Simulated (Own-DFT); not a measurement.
# Energy and forces against displacement in hexagonal WC, 64 atoms (C32W32)

These are calculations, not measurements. The program, named Own-DFT, is a retired in-house plane-wave density functional code that no person has reviewed. Each row is one single-point run on a periodic cell that was not relaxed, without spin or spin-orbit coupling.

Settings of every run: PBE; PseudoDojo norm-conserving scalar-relativistic files; cutoff 50 hartree; 4 x 4 x 4 k mesh centred on Gamma; cold (Marzari-Vanderbilt) smearing of 0.2 eV.

Known limits, some of them of some rows only: some atoms lie very close together; forces on such cells moved up to 12 meV/angstrom on a denser k mesh; stress not checked against mesh or cutoff.

Cell vectors in Å: (5.833, -5.052, -2.839); (0.000, -5.052, 8.518); (-5.833, -5.052, -2.839). In each run every atom was moved at random and independently from its ideal site; u is the rms move along one axis. E is the free energy for each atom above the fitted value at u = 0, and F the rms of the force components.

| run | u (Å) | E (meV/atom) | F (eV/Å) | largest force (eV/Å) | P (GPa) |
|---|---|---|---|---|---|
| 1 | 0.0200 | 15.0 | 0.535 | 1.92 | 3.27 |
| 2 | 0.0201 | 15.9 | 0.552 | 2.11 | 3.30 |
| 3 | 0.0512 | ? | ? | ? | ? |
| 4 | 0.0524 | 101.0 | 1.447 | 7.41 | 6.37 |
| 5 | 0.0551 | 119.4 | 1.622 | 6.82 | 7.59 |
| 6 | 0.0902 | 312.6 | 2.648 | 11.40 | 15.43 |
| 7 | 0.1010 | 421.3 | 3.277 | 13.30 | 20.17 |
| 8 | 0.1067 | 408.7 | 2.916 | 10.53 | 18.29 |
| 9 | 0.1363 | 706.3 | 4.128 | 18.68 | 30.39 |

## Worked fit

For small independent moves the energy grows as E = (3/2) K u², with K the mean stiffness felt by one atom. The runs with u up to 0.11 Å give K = 25.6 ± 0.7 eV/Å², with residuals divided by u² + 0.0006 Å², since the noise grows with the moves. The scatter is 5.5 meV/atom at u = 0.05 Å. The forces follow F = G u with G = 28.7 eV/Å²; no force at u = 0 is resolved. G exceeds K because the moves of its neighbours add to the force on an atom, and stiffness differs between atoms. The pressure follows P = 2.70 + 1530 u² GPa: at fixed volume, shortened bonds push harder than stretched ones pull.

## Withheld run

Question: what energy and rms force should run 3 give?

The fit gives 101 ± 6 meV/atom and about 1.47 eV/Å. The calculation gave 112.3 meV/atom and 1.583 eV/Å.
